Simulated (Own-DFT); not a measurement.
# Which defects push the lattice out? zincblende GaAs

No measurement is shown. These are fixed-geometry runs of a retired plane-wave code named Own-DFT, which no person has reviewed; spin and spin-orbit coupling are neglected.

Common settings: PBE; PseudoDojo norm-conserving scalar-relativistic files; cutoff 42 hartree; 3 x 3 x 3 k mesh centred on Gamma; Fermi-Dirac smearing of 0.1 eV.

Limits (not all hold for every row): not probed for a lower state with spin; forces on such cells failed a check on a denser k mesh; forces not confirmed at this smearing and k mesh; stress not checked against mesh or cutoff.

All runs share one cell, with vectors in Å (11.307, 0.000, 0.000); (0.000, 11.307, 0.000); (0.000, 0.000, 11.307) and a volume of 1445.4 Å³. The atoms are randomly displaced, by u rms on each axis. The defect's site can differ from row to row.

| cell | formula | u (Å) | P (GPa) |
|---|---|---|---|
| no defect | As32Ga32 | 0.0194 | 3.51 |
| no defect | As32Ga32 | 0.0461 | 3.87 |
| no defect | As32Ga32 | 0.0487 | 3.91 |
| two Ga vacancies | As32Ga30 | 0.0290 | 2.94 |
| two Ga vacancies | As32Ga30 | 0.0302 | 2.88 |
| two Ga vacancies | As32Ga30 | 0.0319 | 3.02 |
| two As vacancies | As30Ga32 | 0.0310 | 3.21 |
| two As vacancies | As30Ga32 | 0.0314 | 3.33 |
| two As vacancies | As30Ga32 | 0.0488 | ? |
| two As vacancies | As30Ga32 | 0.0493 | 3.48 |
| one P on an As site | As31Ga32P | 0.0297 | 3.35 |
| one P on an As site | As31Ga32P | 0.0297 | 3.36 |
| one P on an As site | As31Ga32P | 0.0329 | 3.42 |
| one As on a Ga site | As33Ga31 | 0.0304 | 4.25 |
| one As on a Ga site | As33Ga31 | 0.0312 | 4.30 |
| one As on a Ga site | As33Ga31 | 0.0503 | 4.52 |

## Working it out

P = P0 + c u² + a shift for each defect gives P0 = 3.47 GPa, c = 177 ± 20 GPa/Å² and a scatter of 0.05 GPa. The shifts, and each times the cell's volume:

- one As on a Ga site: 0.62 ± 0.04 GPa, 5.6 eV
- one P on an As site: -0.26 ± 0.04 GPa, -2.4 eV
- two As vacancies: -0.39 ± 0.04 GPa, -3.5 eV (-1.8 eV for each of its 2 sites)
- two Ga vacancies: -0.69 ± 0.04 GPa, -6.2 eV (-3.1 eV for each of its 2 sites)

A positive shift means that the defect pushes the cell outwards. Shift times volume (160.2 GPa Å³ is 1 eV) depends little on the cell's size, so, taken for each site, it can be compared between cells at like pressure. The atoms around the defects weren't relaxed, which would change these numbers.

## Test on the hidden row

Asked: what pressure belongs in the blank (two As vacancies, u = 0.0488 Å)?

The fitted form gives 3.50 ± 0.06 GPa. DFT gave 3.40 GPa.
